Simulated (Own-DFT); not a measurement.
# How strain changes the stress of 4H SiC, 32 atoms (C16Si16)

These are calculations, not measurements. The program, named Own-DFT, is a retired in-house plane-wave density functional code that no person has reviewed. Each row is one single-point run on a periodic cell that was not relaxed, without spin or spin-orbit coupling.

Settings of every run: PBE; PseudoDojo norm-conserving scalar-relativistic files; cutoff 42 hartree; 5 x 5 x 3 k mesh centred on Gamma; Fermi-Dirac smearing of 0.1 eV.

Known limits: forces on such cells passed a denser k mesh, each cell not checked; stress not checked against mesh or cutoff.

Unstrained cell vectors in Å: (6.165, 0.000, 0.000); (-3.083, 5.339, 0.000); (0.000, 0.000, 10.068). The unstrained cell has measured lattice constants (interpolated for alloys), not those of this functional. That, the random moves and any unrelaxed bonds set the pressure at no strain. Each run strains this cell uniformly, with the atoms carried along. Every atom was also moved at random, by a Gaussian of width 0.05 Å on each axis. Strain is the symmetric tensor, in per cent. Stress is positive in tension, and the pressure is minus a third of its trace.

```
run  e_xx (%)  e_yy (%)  e_zz (%)  e_yz (%)  e_xz (%)  e_xy (%)  s_xx (GPa)  s_yy (GPa)  s_zz (GPa)  s_yz (GPa)  s_xz (GPa)  s_xy (GPa)  P (GPa)  E (meV/atom)
  1      0.79      1.47      1.12     -0.71     -0.87      1.25        0.23        4.31        2.48       -1.96       -3.01        5.49    -2.34           0.0
  2     -1.36     -1.37      0.65      0.14     -1.85      1.99      -13.14      -18.35       -2.17        0.98       -5.95       12.36    11.22          48.5
  3      0.15      0.99      1.34      1.08      0.21     -1.84       -1.44       -1.97        1.48        3.02        0.09       -8.47     0.64          45.9
  4      0.09     -1.20     -0.91     -1.44      0.24      0.04       -2.55      -14.57      -12.48       -4.88        0.48       -0.28     9.87          12.5
  5      0.97     -0.67      1.22      0.32     -1.66     -0.11        0.36       -6.15        0.40        0.28       -5.47        1.24     1.80          20.9
  6      1.79      0.27     -1.29      0.25      1.23     -1.50        4.71       -1.22      -14.47        0.99        3.65       -7.05     3.66          20.7
  7     -0.25      1.17     -1.76      1.24     -1.06     -0.12       -7.07        1.17      -18.77        4.81       -2.79       -2.06     8.22          54.5
  8      1.09      1.15     -0.13     -0.40     -0.57     -0.81        1.00        3.81       -6.35       -1.41       -1.75       -4.22     0.51           4.8
  9     -0.03     -1.29      0.07      1.90     -0.73      1.68       -5.39      -15.90       -6.09        8.15       -4.35        8.83     9.13          57.9
 10     -1.55      0.13      1.85      0.01      0.72      1.09      -10.97       -4.24        2.57        0.76        1.93        6.58     4.21          31.5
 11     -1.70     -1.35     -1.98     -1.53      0.09      1.30      -19.02      -13.88      -22.69       -5.50       -0.94        3.33    18.53          79.2
 12      0.44     -1.96     -1.58     -1.06      1.42     -0.47       -4.22      -17.96      -16.85       -4.73        4.24       -2.31    13.01          45.7
 13      0.52     -0.31      1.02      0.70      1.65      0.43       -2.65       -7.76       -0.35        4.89        4.72        0.99     3.59          53.2
 14      1.42      0.69      1.77      0.32      1.58     -1.26        4.34        0.61        4.38        2.29        5.48       -5.08    -3.11          10.9
 15      1.06     -0.40      0.62     -1.69      1.98     -0.89        1.58       -5.64       -3.51       -5.26        7.50       -3.18     2.53          26.0
 16     -1.86      0.55      1.56      1.97      0.79      1.20           ?           ?           ?           ?           ?           ?        ?             ?
```

E is the free energy for each atom above the lowest run shown.

## Worked fit

Each stress component was fitted by least squares to a constant and the strains of the runs shown, as fractions, with shears doubled. Shear strains stay in the fit of a normal stress only where such slopes are resolved. The slopes, in GPa:

```
stress,at no strain,per e_xx,per e_yy,per e_zz,scatter
s_xx,-5.0,572 ± 38,37 ± 38,80 ± 30,1.41
s_yy,-5.6,118 ± 52,643 ± 53,-5 ± 41,1.94
s_zz,-7.2,71 ± 31,12 ± 31,643 ± 24,1.15
```

Each shear stress against twice its own strain: yz 194 ± 8, xz 156 ± 10, xy 220 ± 20 GPa. These are stiffnesses along x, y and z of the frame in which the cell vectors are given, which need not be the crystal's axes. The atoms are held to the strained lattice; where symmetry lets them move under strain, relaxing them would lower some slopes. The table should be nearly symmetric about its diagonal, and what it lacks of that shows the noise. A ninth of its sum, 241 ± 5 GPa, estimates the bulk modulus near the mean pressure of these runs, 5.4 GPa, so it lies above the value at zero pressure.

## Withheld run

Question: what normal stresses and pressure should run 16 give?

The fit gives s_xx = -14.1, s_yy = -4.3, s_zz = 1.6 and P = 5.6 GPa. The calculation gave -16.65, -7.13, 3.56 and P = 6.74 GPa.
